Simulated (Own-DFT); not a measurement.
# Strain and stress in wurtzite GaN, 72 atoms (Ga36N36)

Calculated results; nothing here was measured. The program, named Own-DFT, is a retired in-house plane-wave density functional code that no person has reviewed. Each row is one single-point run on a periodic cell that was not relaxed, without spin or spin-orbit coupling.

Settings of every run: PBE; PseudoDojo norm-conserving scalar-relativistic files (stringent for Ga); cutoff 96 hartree; 4 x 4 x 3 k mesh centred on Gamma; Gaussian smearing of 0.01 eV.

Known limits: forces not confirmed at this smearing and k mesh; stress not checked against mesh or cutoff.

Unstrained cell vectors in Å: (9.567, 0.000, 0.000); (-4.784, 8.285, 0.000); (0.000, 0.000, 10.370). The unstrained cell has measured lattice constants (interpolated for alloys), not those of this functional. That, the random moves and any unrelaxed bonds set the pressure at no strain. Each run strains this cell uniformly, with the atoms carried along. Every atom was also moved at random, by a Gaussian of width 0.05 Å on each axis. Strain is the symmetric tensor, in per cent. Stress is positive in tension, and the pressure is minus a third of its trace.

```
run  e_xx (%)  e_yy (%)  e_zz (%)  e_yz (%)  e_xz (%)  e_xy (%)  s_xx (GPa)  s_yy (GPa)  s_zz (GPa)  s_yz (GPa)  s_xz (GPa)  s_xy (GPa)  P (GPa)  E (meV/atom)
  1      0.82     -1.19     -1.03      1.48      0.24     -1.94       -6.34      -13.02      -11.92        2.70        0.27       -5.55    10.43          26.7
  2      1.57      1.56      0.57      1.53     -0.21      0.19        0.28       -0.14       -2.03        3.04       -0.84        0.96     0.63           1.6
  3     -1.37     -0.16      0.45      1.85      0.79     -0.19      -13.68       -9.23       -6.53        4.82        0.81       -0.71     9.82          26.7
  4      1.21      0.32     -0.05      1.87      1.75     -0.29       -3.94       -4.36       -5.66        4.09        4.03       -1.13     4.66          18.2
  5     -1.09     -0.26     -1.26      1.65      0.69     -0.74      -12.19       -9.54      -14.36        2.83        1.10       -2.49    12.03           7.0
  6     -1.74     -0.59     -1.28     -0.32     -0.69     -1.11      -17.02      -13.15      -15.01       -1.21       -1.66       -4.65    15.06          31.8
  7     -0.65     -0.46     -0.13     -1.68      0.35     -1.53      -11.00       -9.82       -8.79       -2.86        1.38       -4.90     9.87          20.5
  8     -1.34      0.68     -0.99     -1.16      0.24     -1.12      -14.59       -5.43      -12.70       -2.59        0.19       -4.94    10.91          20.5
  9      1.97      1.08      0.34     -0.60     -0.80      1.98        1.40       -1.64       -2.83       -2.17       -1.78        5.14     1.02           0.0
 10     -1.82     -0.42      1.93     -1.17     -0.22     -0.84      -13.16       -9.15       -0.99       -2.90        0.02       -2.36     7.76           2.1
 11      0.84     -1.15      1.10      1.00      0.07      1.64       -5.87      -10.66       -2.65        1.94       -0.91        7.11     6.39          15.6
 12     -0.01     -1.97      0.78      0.55      0.79     -1.59       -7.56      -14.65       -6.55        0.90        2.16       -3.85     9.59          20.9
 13      0.59     -1.83     -1.96      0.71     -0.50     -1.05       -8.59      -16.26      -18.16        1.71       -0.56       -2.32    14.34          49.1
 14      1.06     -1.43     -0.64     -1.87      0.12      0.96       -4.94      -13.87       -9.76       -2.89       -0.19        2.31     9.52          27.9
 15     -1.13     -0.28      1.31      0.48     -1.31      0.58           ?           ?           ?           ?           ?           ?        ?             ?
```

E is the free energy for each atom above the lowest run shown.

## Worked fit

Each stress component was fitted by least squares to a constant and the strains of the runs shown, as fractions, with shears doubled. Shear strains stay in the fit of a normal stress only where such slopes are resolved. The slopes, in GPa:

```
stress  at no strain  per e_xx  per e_yy  per e_zz  scatter
  s_xx          -8.0  399 ± 20   61 ± 25   92 ± 24     0.92
  s_yy          -7.5   66 ± 15  420 ± 19   75 ± 18     0.70
  s_zz          -7.3   99 ± 11  102 ± 14  446 ± 13     0.52
```

Each shear stress against twice its own strain: yz 97 ± 8, xz 107 ± 11, xy 149 ± 9 GPa. These are stiffnesses along x, y and z of the frame in which the cell vectors are given, which need not be the crystal's axes. The atoms are held to the strained lattice; where symmetry lets them move under strain, relaxing them would lower some slopes. The table should be nearly symmetric about its diagonal, and what it lacks of that shows the noise. A ninth of its sum, 195 ± 4 GPa, estimates the bulk modulus near the mean pressure of these runs, 8.7 GPa, so it lies above the value at zero pressure.

## Withheld run

Question: what normal stresses and pressure should run 15 give?

The fit gives s_xx = -11.5, s_yy = -8.4, s_zz = -2.9 and P = 7.6 GPa. The calculation gave -12.41, -7.03, -2.49 and P = 7.31 GPa.
